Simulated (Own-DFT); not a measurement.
## Calculated data, GaP (zincblende, strained, atoms displaced), GaN (wurtzite, strained, atoms displaced)

A calculation, not a measurement: plane-wave PBE density functional theory by an unreviewed code, no spin, of a simulated periodic cell, stress positive in tension, free energy of the whole cell less one offset for each atom, forces on such cells passed a denser k mesh, this cell's mesh not checked; offsets are fitted by least squares, one for each functional and potential file, so energies compare only between cells with the same atoms and settings and are not formation energies; the far tail of each file's local potential was reset to the Coulomb form; each entry is a single point on an unrelaxed cell, so the pressure reflects the starting lattice, mostly measured values (interpolated for alloys), from which strain is counted, and rises with the displacements; printed positions are rounded, which can move forces by about a meV/angstrom; the program, named Own-DFT, is a retired in-house code; no spin-orbit coupling. Program: Own-DFT development build.

Settings shared by all entries: functional PBE.

```yaml
- entry: 1
  formula: GaP
  kind: "zincblende, strained, atoms displaced"
  structure:
    cell_angstrom: [[10.862, 0.0, 0.0], [0.0, 10.862, 0.0], [0.0, 0.0, 10.9439]]
    atoms_fractional:
      - [Ga, 0.00665, 0.9976, 0.99666]
      - [Ga, 0.99864, 0.2531, 0.24534]
      - [Ga, 0.24838, 0.00734, 0.25232]
      - [Ga, 0.24755, 0.25389, 0.99974]
      - [P, 0.12108, 0.12218, 0.12319]
      - [P, 0.11876, 0.38222, 0.38192]
      - [P, 0.39066, 0.13285, 0.35907]
      - [P, 0.37097, 0.3771, 0.13488]
      - [Ga, 0.00334, 0.99667, 0.48917]
      - [Ga, 0.00679, 0.24909, 0.75595]
      - [Ga, 0.24561, 0.01046, 0.74146]
      - [Ga, 0.25279, 0.25904, 0.49614]
      - [P, 0.11852, 0.12018, 0.61763]
      - [P, 0.12442, 0.38349, 0.86722]
      - [P, 0.37483, 0.11994, 0.87637]
      - [P, 0.36475, 0.37651, 0.62902]
      - [Ga, 0.00198, 0.49168, 0.00209]
      - [Ga, 0.99342, 0.75805, 0.25792]
      - [Ga, 0.23994, 0.50829, 0.24513]
      - [Ga, 0.25798, 0.74837, 0.00798]
      - [P, 0.11678, 0.61827, 0.13274]
      - [P, 0.12265, 0.87435, 0.3915]
      - [P, 0.38175, 0.6254, 0.36628]
      - [P, 0.3812, 0.87863, 0.1203]
      - [Ga, 0.00256, 0.51539, 0.50014]
      - [Ga, 0.99519, 0.74325, 0.74693]
      - [Ga, 0.25404, 0.50075, 0.75229]
      - [Ga, 0.25688, 0.75003, 0.50989]
      - [P, 0.14431, 0.61957, 0.61088]
      - [P, 0.12151, 0.87367, 0.86389]
      - [P, 0.38043, 0.62562, 0.86744]
      - [P, 0.36251, 0.87122, 0.6426]
      - [Ga, 0.48988, 0.00362, 0.00479]
      - [Ga, 0.50803, 0.24781, 0.24857]
      - [Ga, 0.74791, 0.99268, 0.24479]
      - [Ga, 0.75064, 0.25412, 0.99737]
      - [P, 0.62328, 0.12918, 0.11088]
      - [P, 0.62267, 0.37565, 0.37144]
      - [P, 0.88134, 0.1307, 0.38006]
      - [P, 0.87851, 0.36885, 0.11994]
      - [Ga, 0.48992, 0.00023, 0.49614]
      - [Ga, 0.51097, 0.23919, 0.75716]
      - [Ga, 0.74837, 0.99769, 0.75545]
      - [Ga, 0.74638, 0.24391, 0.49329]
      - [P, 0.62536, 0.11613, 0.62157]
      - [P, 0.62449, 0.36301, 0.87519]
      - [P, 0.87667, 0.12808, 0.86279]
      - [P, 0.87861, 0.3641, 0.62039]
      - [Ga, 0.50051, 0.50425, 0.00483]
      - [Ga, 0.51294, 0.74249, 0.25962]
      - [Ga, 0.74477, 0.49983, 0.24655]
      - [Ga, 0.75234, 0.74584, 0.00517]
      - [P, 0.61117, 0.62977, 0.12679]
      - [P, 0.62013, 0.87732, 0.38187]
      - [P, 0.86793, 0.60384, 0.36298]
      - [P, 0.86866, 0.882, 0.12468]
      - [Ga, 0.49184, 0.50669, 0.50099]
      - [Ga, 0.49745, 0.75493, 0.74795]
      - [Ga, 0.75967, 0.49306, 0.74299]
      - [Ga, 0.75273, 0.75008, 0.49719]
      - [P, 0.6276, 0.615, 0.61431]
      - [P, 0.62082, 0.87033, 0.87036]
      - [P, 0.87183, 0.63025, 0.88293]
      - [P, 0.87439, 0.86764, 0.6185]
  settings:
    potential_files: "PseudoDojo norm-conserving, scalar-relativistic, standard set"
    "wave_cutoff [hartree]": 42.0
    occupations: Fermi-Dirac
    "smearing_width [eV]": 0.1
    hardware: "one NVIDIA H100"
    k_mesh: "3 x 3 x 3 centred on Gamma"
  results:
    "free_energy_of_cell_above_offsets [eV]": "-30.510"
    "pressure [GPa]": 4.02
    "stress_xx [GPa]": -4.32
    "stress_yy [GPa]": -4.2
    "stress_zz [GPa]": -3.53
    "stress_yz [GPa]": -0.51
    "stress_xz [GPa]": -0.52
    "stress_xy [GPa]": -0.63
    force_element: [Ga, Ga, Ga, Ga, P, P, P, P, Ga, Ga, Ga, Ga, P, P, P, P, Ga, Ga, Ga, Ga, P, P, P, P, Ga, Ga, Ga, Ga, P, P, P, P, Ga, Ga, Ga, Ga, P, P, P, P, Ga, Ga, Ga, Ga, P, P, P, P, Ga, Ga, Ga, Ga, P, P, P, P, Ga, Ga, Ga, Ga, P, P, P, P]
    "force_x [eV/angstrom]": [-0.858, 0.558, 0.277, 0.308, 0.314, 0.445, -2.436, 0.169, -1.659, -0.123, -0.441, -0.341, 0.683, 0.278, -0.77, 2.004, -0.341, -0.092, 1.036, -0.986, -0.354, 1.762, -1.561, -0.775, -0.742, 0.682, -0.131, 0.842, -2.046, 0.68, -0.302, 1.133, 1.306, 0.822, -0.787, 0.685, 0.485, -0.01, -0.635, -0.99, -0.289, -1.269, 0.184, -0.213, -0.128, 0.27, -0.12, 0.431, -0.752, -1.145, -0.908, -1.155, 2.42, 0.773, 1.114, 1.234, -0.054, 1.043, -0.643, -0.348, 0.097, 0.432, 0.644, 0.29]
    "force_y [eV/angstrom]": [-0.003, -0.189, -0.805, 0.019, 0.602, -0.413, -1.122, -0.034, 0.816, 0.074, -0.167, -0.928, 1.179, -0.68, 0.868, -0.72, 0.89, -0.682, -1.277, -0.24, 2.075, -1.025, 0.209, -0.969, -1.466, 0.008, 0.425, 0.502, -0.13, -0.254, -0.098, 0.895, -0.241, 1.25, 1.732, -0.858, -0.594, 0.009, -0.92, 0.657, -0.191, -0.006, -0.506, 0.528, 0.223, 2.336, -0.549, 0.859, -1.251, 1.902, -1.221, 0.779, -0.723, -0.163, 3.014, -0.982, -1.291, -1.145, 0.005, -0.983, 1.177, 0.565, -1.603, 0.829]
    "force_z [eV/angstrom]": [-0.664, 0.872, -0.076, -0.033, 0.098, -1.213, 2.127, -0.837, 1.724, -1.375, 1.135, -0.3, -0.122, 0.924, -0.465, -0.014, -0.402, -0.233, 1.553, -0.929, -1.327, -2.274, 0.815, 2.159, 0.189, -0.443, -0.192, -1.713, 2.163, 0.889, 1.164, -1.847, -1.162, -1.501, 1.057, -0.413, 1.181, 0.594, -1.463, 0.324, 0.904, -1.106, -0.894, 0.535, -0.055, 0.137, 1.711, -0.044, -0.892, -0.088, -1.465, 0.026, -0.694, -0.503, 1.441, -0.538, -0.177, -0.498, 0.579, -0.542, 1.231, 1.334, -0.866, 0.497]
    "wall_time [s]": 557.9
- entry: 2
  formula: GaN
  kind: "wurtzite, strained, atoms displaced"
  structure:
    cell_angstrom: [[12.756, 0.0, 0.0], [-4.7835, 8.2853, 0.0], [0.0, 0.0, 10.3182]]
    atoms_fractional:
      - [Ga, 0.08419, 0.22093, 0.98963]
      - [Ga, 0.17083, 0.11456, 0.25013]
      - ["N", 0.07746, 0.22222, 0.18638]
      - ["N", 0.17035, 0.11488, 0.44763]
      - [Ga, 0.08491, 0.22119, 0.49905]
      - [Ga, 0.16729, 0.11325, 0.74296]
      - ["N", 0.08651, 0.2318, 0.68386]
      - ["N", 0.1675, 0.10717, 0.93457]
      - [Ga, 0.08293, 0.56335, 0.99305]
      - [Ga, 0.16484, 0.44155, 0.25624]
      - ["N", 0.07737, 0.55095, 0.19097]
      - ["N", 0.16766, 0.44709, 0.43405]
      - [Ga, 0.08274, 0.55915, 0.50642]
      - [Ga, 0.16708, 0.44787, 0.75134]
      - ["N", 0.08142, 0.56049, 0.69087]
      - ["N", 0.16847, 0.44706, 0.93595]
      - [Ga, 0.08142, 0.87968, 0.99899]
      - [Ga, 0.16318, 0.77955, 0.24797]
      - ["N", 0.08957, 0.88696, 0.18903]
      - ["N", 0.1609, 0.77426, 0.43826]
      - [Ga, 0.08697, 0.89496, 0.50516]
      - [Ga, 0.16364, 0.77901, 0.75799]
      - ["N", 0.08748, 0.8825, 0.69154]
      - ["N", 0.16869, 0.7739, 0.93217]
      - [Ga, 0.3296, 0.21619, 0.99552]
      - [Ga, 0.42347, 0.11059, 0.24966]
      - ["N", 0.3314, 0.21401, 0.18958]
      - ["N", 0.41259, 0.10701, 0.43943]
      - [Ga, 0.33452, 0.23337, 0.50581]
      - [Ga, 0.40995, 0.10196, 0.74834]
      - ["N", 0.33728, 0.22819, 0.68809]
      - ["N", 0.41882, 0.11431, 0.93673]
      - [Ga, 0.32935, 0.55382, 0.99323]
      - [Ga, 0.42144, 0.45252, 0.24285]
      - ["N", 0.33399, 0.55468, 0.1818]
      - ["N", 0.41625, 0.44866, 0.42822]
      - [Ga, 0.33555, 0.54439, 0.49587]
      - [Ga, 0.41952, 0.44237, 0.75049]
      - ["N", 0.32997, 0.55548, 0.68652]
      - ["N", 0.41436, 0.43974, 0.93114]
      - [Ga, 0.3235, 0.88478, 0.00649]
      - [Ga, 0.41331, 0.77394, 0.25847]
      - ["N", 0.33828, 0.88019, 0.18812]
      - ["N", 0.40689, 0.77647, 0.43891]
      - [Ga, 0.33271, 0.88556, 0.49895]
      - [Ga, 0.41421, 0.78033, 0.7578]
      - ["N", 0.3287, 0.87746, 0.68998]
      - ["N", 0.4157, 0.77094, 0.94154]
      - [Ga, 0.58107, 0.22134, 0.00661]
      - [Ga, 0.67196, 0.11816, 0.24874]
      - ["N", 0.58794, 0.21245, 0.19761]
      - ["N", 0.67078, 0.11356, 0.44955]
      - [Ga, 0.57672, 0.22371, 0.49822]
      - [Ga, 0.66403, 0.11141, 0.73876]
      - ["N", 0.5739, 0.21577, 0.681]
      - ["N", 0.66974, 0.11203, 0.93639]
      - [Ga, 0.58798, 0.55455, 0.00242]
      - [Ga, 0.67718, 0.45512, 0.25038]
      - ["N", 0.5777, 0.55143, 0.18334]
      - ["N", 0.66361, 0.44036, 0.43771]
      - [Ga, 0.58673, 0.55258, 0.50568]
      - [Ga, 0.66374, 0.43942, 0.74603]
      - ["N", 0.58789, 0.55864, 0.68858]
      - ["N", 0.6652, 0.44767, 0.93847]
      - [Ga, 0.58355, 0.89001, 0.99477]
      - [Ga, 0.66536, 0.77266, 0.25106]
      - ["N", 0.57814, 0.88757, 0.18507]
      - ["N", 0.67184, 0.78563, 0.44501]
      - [Ga, 0.57765, 0.89219, 0.50439]
      - [Ga, 0.66554, 0.77267, 0.74089]
      - ["N", 0.58816, 0.88752, 0.69624]
      - ["N", 0.66698, 0.77652, 0.9451]
      - [Ga, 0.83813, 0.22448, 0.00393]
      - [Ga, 0.91486, 0.11512, 0.24334]
      - ["N", 0.82624, 0.21153, 0.20319]
      - ["N", 0.91729, 0.11458, 0.43341]
      - [Ga, 0.8313, 0.22011, 0.49368]
      - [Ga, 0.92303, 0.11555, 0.75388]
      - ["N", 0.82969, 0.22244, 0.69168]
      - ["N", 0.92106, 0.10785, 0.93467]
      - [Ga, 0.83506, 0.55642, 0.99375]
      - [Ga, 0.92097, 0.44587, 0.25134]
      - ["N", 0.83275, 0.55596, 0.1812]
      - ["N", 0.91923, 0.44374, 0.44724]
      - [Ga, 0.84163, 0.56108, 0.49295]
      - [Ga, 0.91522, 0.44696, 0.75865]
      - ["N", 0.84091, 0.55308, 0.69219]
      - ["N", 0.91815, 0.44825, 0.94618]
      - [Ga, 0.82774, 0.87831, 0.00065]
      - [Ga, 0.90141, 0.7592, 0.24906]
      - ["N", 0.83057, 0.89049, 0.19435]
      - ["N", 0.91458, 0.77829, 0.43065]
      - [Ga, 0.8315, 0.88381, 0.50189]
      - [Ga, 0.91896, 0.78154, 0.75272]
      - ["N", 0.84037, 0.88766, 0.68712]
      - ["N", 0.91116, 0.77015, 0.93677]
  settings:
    potential_files: "PseudoDojo norm-conserving, scalar-relativistic, standard set with the stringent files for Ga"
    "wave_cutoff [hartree]": 96.0
    occupations: Gaussian
    "smearing_width [eV]": 0.01
    k_mesh: "3 x 4 x 3 centred on Gamma"
  results:
    "free_energy_of_cell_above_offsets [eV]": "-4.597"
    "pressure [GPa]": 7.95
    "stress_xx [GPa]": -8.51
    "stress_yy [GPa]": -6.25
    "stress_zz [GPa]": -9.1
    "stress_yz [GPa]": 0.3
    "stress_xz [GPa]": -0.21
    "stress_xy [GPa]": 0.17
    force_element: [Ga, Ga, "N", "N", Ga, Ga, "N", "N", Ga, Ga, "N", "N", Ga, Ga, "N", "N", Ga, Ga, "N", "N", Ga, Ga, "N", "N", Ga, Ga, "N", "N", Ga, Ga, "N", "N", Ga, Ga, "N", "N", Ga, Ga, "N", "N", Ga, Ga, "N", "N", Ga, Ga, "N", "N", Ga, Ga, "N", "N", Ga, Ga, "N", "N", Ga, Ga, "N", "N", Ga, Ga, "N", "N", Ga, Ga, "N", "N", Ga, Ga, "N", "N", Ga, Ga, "N", "N", Ga, Ga, "N", "N", Ga, Ga, "N", "N", Ga, Ga, "N", "N", Ga, Ga, "N", "N", Ga, Ga, "N", "N"]
    "force_x [eV/angstrom]": [0.477, -1.071, 1.462, -0.156, -1.362, -0.004, 0.259, -0.563, 1.259, 0.197, 1.294, -0.015, 0.839, -0.211, 0.432, -1.254, -0.66, 1.974, -2.601, 0.389, -0.069, 1.557, -1.887, -1.008, 0.376, -1.185, 0.804, -0.415, 1.012, 0.349, -0.176, -0.206, 1.332, -1.273, -0.647, 1.958, -2.29, -0.947, 1.284, 0.328, 2.504, 1.308, -2.305, 2.336, -1.803, 1.04, -0.546, -0.942, 0.969, -0.607, -2.142, -2.129, 1.113, 0.29, 0.355, -0.423, -1.847, -1.914, 2.257, 0.838, -0.884, 1.029, -0.345, 1.214, -0.136, -1.377, 0.946, -1.52, 0.696, 0.965, -1.674, -0.279, -0.554, 1.411, 1.259, 0.615, 1.305, -1.343, 1.305, -0.986, -1.012, -0.912, 0.877, -0.398, -0.735, 1.206, -2.512, 0.194, 0.287, 1.137, 0.682, 0.699, 0.539, 0.489, -0.993, 0.868]
    "force_y [eV/angstrom]": [0.346, -0.557, -0.045, -0.248, 0.511, 0.02, -0.955, -0.65, -1.704, 0.357, 0.966, -0.203, -0.255, 0.505, -0.592, -0.488, 1.008, -1.032, 0.636, 0.732, -0.957, -0.815, 1.578, 0.727, 0.873, -0.672, 1.064, 0.471, -0.808, 0.184, -0.921, -1.123, -0.221, -1.738, -0.296, -0.516, 1.711, 1.065, 0.049, 0.293, 0.737, -0.381, 0.993, -0.73, 0.226, -0.869, 1.163, 1.257, -0.105, -3.582, 2.651, -0.485, -0.811, 0.3, 0.519, 0.676, 0.19, -1.924, 0.491, 1.064, 0.93, 0.003, -1.218, -1.114, -0.097, 1.004, 0.017, -1.582, -0.527, 1.304, -0.233, -0.392, -0.873, -1.189, 3.014, -0.606, 0.353, -0.235, 0.292, -0.23, -0.826, -0.784, -1.222, 0.093, -0.68, -1.362, 0.928, -0.749, 1.236, 3.423, -0.801, 0.104, 1.679, -1.007, 0.5, 1.167]
    "force_z [eV/angstrom]": [1.504, 0.199, -0.554, -1.091, -0.721, 0.473, 0.79, -0.316, 1.751, -2.128, -1.186, 1.885, -0.466, -0.833, 0.832, 0.188, 0.379, 1.077, -0.86, 0.055, -0.962, -2.557, -0.296, 2.118, 0.669, 0.312, -0.595, -0.09, -1.479, 0.026, 0.23, 0.388, 0.856, -0.125, 0.775, 0.952, 1.014, -0.27, -0.079, 1.585, -0.582, -1.772, 0.349, 0.762, 0.592, -0.749, -0.195, -0.23, -0.69, 1.905, -1.328, -1.376, -0.563, 1.357, 1.197, 0.087, -1.144, -0.04, 1.055, -0.127, -1.535, 0.425, -0.037, -0.311, 0.806, 0.124, 1.037, -0.58, -0.282, 1.831, -0.914, -1.613, -0.242, 1.464, -2.625, 0.722, 1.686, -1.722, -0.268, 1.387, 0.233, 0.714, 0.153, -1.71, 1.635, -0.991, -0.899, -0.364, 0.494, -0.293, -1.162, 1.271, -0.612, -0.719, 0.403, 0.532]
- entry: 3
  formula: GaP
  kind: "zincblende, strained, atoms displaced"
  structure:
    cell_angstrom: [[10.862, 0.0, 0.0], [0.0, 10.862, 0.0], [0.0, 0.0, 10.9439]]
    atoms_fractional:
      - [Ga, 0.00674, 0.99273, 0.00641]
      - [Ga, 0.99613, 0.2466, 0.25494]
      - [Ga, 0.26311, 0.00747, 0.25205]
      - [Ga, 0.24523, 0.25365, 0.0048]
      - [P, 0.11099, 0.12628, 0.12769]
      - [P, 0.12894, 0.37871, 0.37427]
      - [P, 0.38077, 0.11997, 0.3687]
      - [P, 0.38374, 0.37651, 0.1258]
      - [Ga, 6.0e-05, 0.99424, 0.49144]
      - [Ga, 0.99868, 0.25191, 0.76582]
      - [Ga, 0.24678, 0.00443, 0.75289]
      - [Ga, 0.24045, 0.24774, 0.4962]
      - [P, 0.13036, 0.12488, 0.63497]
      - [P, 0.13175, 0.37701, 0.8656]
      - [P, 0.37957, 0.12382, 0.87579]
      - [P, 0.37091, 0.376, 0.61948]
      - [Ga, 0.00283, 0.49798, 0.00395]
      - [Ga, 0.99946, 0.74797, 0.25042]
      - [Ga, 0.24393, 0.5084, 0.25494]
      - [Ga, 0.24126, 0.75095, 0.00167]
      - [P, 0.13349, 0.61474, 0.12288]
      - [P, 0.11516, 0.8703, 0.366]
      - [P, 0.37156, 0.62941, 0.3753]
      - [P, 0.38761, 0.88509, 0.14073]
      - [Ga, 0.99883, 0.51385, 0.50089]
      - [Ga, 0.99324, 0.74937, 0.77369]
      - [Ga, 0.23944, 0.49751, 0.75074]
      - [Ga, 0.25412, 0.74464, 0.50148]
      - [P, 0.12279, 0.6288, 0.60785]
      - [P, 0.141, 0.86722, 0.87348]
      - [P, 0.37047, 0.61483, 0.87638]
      - [P, 0.37941, 0.87763, 0.63704]
      - [Ga, 0.49185, 0.00418, 0.00945]
      - [Ga, 0.50224, 0.24912, 0.24966]
      - [Ga, 0.74889, 0.9959, 0.23672]
      - [Ga, 0.74189, 0.24606, 0.99103]
      - [P, 0.63331, 0.1321, 0.1202]
      - [P, 0.63744, 0.37739, 0.37485]
      - [P, 0.87651, 0.123, 0.38158]
      - [P, 0.86998, 0.36413, 0.12485]
      - [Ga, 0.51442, 0.00024, 0.49758]
      - [Ga, 0.51058, 0.2589, 0.73443]
      - [Ga, 0.7464, 0.98366, 0.74268]
      - [Ga, 0.75628, 0.23782, 0.5007]
      - [P, 0.62466, 0.11253, 0.63423]
      - [P, 0.6365, 0.37732, 0.8719]
      - [P, 0.87396, 0.12062, 0.87661]
      - [P, 0.8795, 0.3824, 0.63074]
      - [Ga, 0.50144, 0.48946, 0.01763]
      - [Ga, 0.50788, 0.74072, 0.25305]
      - [Ga, 0.77177, 0.4943, 0.25852]
      - [Ga, 0.74989, 0.76068, 0.99255]
      - [P, 0.61822, 0.63532, 0.12085]
      - [P, 0.61545, 0.8757, 0.37732]
      - [P, 0.87776, 0.62063, 0.36845]
      - [P, 0.87602, 0.88839, 0.11428]
      - [Ga, 0.50045, 0.50851, 0.50778]
      - [Ga, 0.49751, 0.75376, 0.73633]
      - [Ga, 0.75831, 0.50162, 0.75029]
      - [Ga, 0.74503, 0.74436, 0.50305]
      - [P, 0.63454, 0.62609, 0.63744]
      - [P, 0.62299, 0.856, 0.87615]
      - [P, 0.87224, 0.61634, 0.87875]
      - [P, 0.87665, 0.8834, 0.62081]
  settings:
    potential_files: "PseudoDojo norm-conserving, scalar-relativistic, standard set"
    "wave_cutoff [hartree]": 42.0
    occupations: Fermi-Dirac
    "smearing_width [eV]": 0.1
    hardware: "one NVIDIA H100"
    k_mesh: "3 x 3 x 3 centred on Gamma"
  results:
    "free_energy_of_cell_above_offsets [eV]": "-28.778"
    "pressure [GPa]": 4.58
    "stress_xx [GPa]": -4.7
    "stress_yy [GPa]": -4.88
    "stress_zz [GPa]": -4.17
    "stress_yz [GPa]": 0.57
    "stress_xz [GPa]": 0.04
    "stress_xy [GPa]": -0.31
    force_element: [Ga, Ga, Ga, Ga, P, P, P, P, Ga, Ga, Ga, Ga, P, P, P, P, Ga, Ga, Ga, Ga, P, P, P, P, Ga, Ga, Ga, Ga, P, P, P, P, Ga, Ga, Ga, Ga, P, P, P, P, Ga, Ga, Ga, Ga, P, P, P, P, Ga, Ga, Ga, Ga, P, P, P, P, Ga, Ga, Ga, Ga, P, P, P, P]
    "force_x [eV/angstrom]": [0.76, -0.02, -2.371, 0.5, 2.062, -1.279, 0.366, -2.323, 0.759, -0.239, 1.296, 1.209, -1.515, -1.249, -0.316, 0.063, -0.21, -0.4, 1.557, 2.563, -1.528, 2.221, 0.944, -1.158, -0.286, 0.522, 1.334, -0.039, 0.16, -2.046, 0.541, -1.248, 1.322, 0.715, -0.335, 1.375, -1.368, -1.068, -0.09, 0.705, -2.035, -0.795, -0.002, -0.802, 0.515, -1.461, -0.027, 0.339, 1.124, -1.085, -2.1, 0.921, 2.092, 2.191, 0.048, -0.408, 0.445, 0.377, -0.335, 0.718, -0.986, -1.387, 0.357, 0.411]
    "force_y [eV/angstrom]": [0.971, 0.669, -0.765, -0.41, 0.034, -0.22, 1.36, -1.188, 0.583, -0.315, -0.208, -0.314, 0.234, -0.737, 0.962, 0.021, -0.971, -0.321, -1.226, -0.754, 1.553, 0.739, -0.489, -1.875, -1.885, 0.323, 1.455, 1.825, 0.395, 1.252, 0.625, 1.027, -0.081, 0.396, 0.669, 0.154, -0.877, -0.387, -0.721, 0.476, 0.429, -0.143, 0.439, 1.243, 1.272, 0.385, -0.799, -1.108, 1.661, 0.915, -0.441, -1.576, -1.307, -1.086, 1.81, -2.727, -0.556, -1.81, -0.508, 0.751, -0.147, 2.603, 0.75, -2.029]
    "force_z [eV/angstrom]": [-2.118, 0.264, -0.696, -0.296, 0.174, 0.022, 2.006, 1.654, 0.904, -1.134, 0.371, 0.183, -1.291, 2.274, -0.129, 0.092, -0.251, -1.508, 0.124, 0.948, -0.038, 0.769, -0.057, -0.925, -0.515, -2.176, -1.638, -0.104, 3.122, 0.038, 0.029, -2.45, -0.912, 0.169, 1.539, -0.104, 0.651, 0.726, -1.323, -0.576, 0.863, 1.165, 1.788, 1.128, -1.02, -0.045, -0.142, -0.902, -2.622, 0.452, -1.735, 1.337, 0.007, -1.035, 1.209, 1.164, -0.557, 2.22, 0.097, -0.529, -1.032, -1.064, 1.193, 0.243]
    "wall_time [s]": 564.5
```
